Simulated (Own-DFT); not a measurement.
# What a defect does to the pressure of its cell: wurtzite GaN

Calculated, not measured: single-point runs of Own-DFT, a retired in-house plane-wave DFT program that no person has reviewed, on unrelaxed cells, without spin or spin-orbit coupling.

Common settings: PBE; PseudoDojo norm-conserving scalar-relativistic files; cutoff 42 hartree; 4 x 4 x 3 k mesh centred on Gamma; Fermi-Dirac smearing of 0.1 eV.

Caveats (not all hold for every row): not probed for a lower state with spin; forces not confirmed at this smearing and k mesh; stress not checked against mesh or cutoff.

All runs share one cell, with vectors in Å (9.567, 0.000, 0.000); (-4.784, 8.285, 0.000); (0.000, 0.000, 10.370) and a volume of 822.0 Å³. u is the rms random offset of the atoms per axis. The defect's site can differ from row to row.

```
               cell  formula   u (Å)  P (GPa)
          no defect  Ga36N36  0.0209     5.96
          no defect  Ga36N36  0.0499     7.74
          no defect  Ga36N36  0.0514     7.81
one Ga on an N site  Ga37N35  0.0318    12.20
one Ga on an N site  Ga37N35  0.0319    12.01
one Ga on an N site  Ga37N35  0.0519    12.74
 one N on a Ga site  Ga35N37  0.0293     5.59
 one N on a Ga site  Ga35N37  0.0305     5.64
 one N on a Ga site  Ga35N37  0.0496        ?
 one N on a Ga site  Ga35N37  0.0505     6.56
```

## Fit

P = P0 + c u² + a shift for each defect gives P0 = 5.98 GPa, c = 643 ± 94 GPa/Å² and a scatter of 0.24 GPa. The shifts, and each times the cell's volume:

- one Ga on an N site: 5.33 ± 0.20 GPa, 27.3 eV
- one N on a Ga site: -0.98 ± 0.20 GPa, -5.0 eV

A positive shift means that the defect pushes the cell outwards. Shift times volume (160.2 GPa Å³ is 1 eV) depends little on the cell's size, so, taken for each site, it can be compared between cells at like pressure. The atoms around the defects weren't relaxed, which would change these numbers.

## Test on the hidden row

Question: what pressure belongs in the blank (one N on a Ga site, u = 0.0496 Å)?

The fit gives 6.58 ± 0.30 GPa. DFT gave 6.67 GPa.
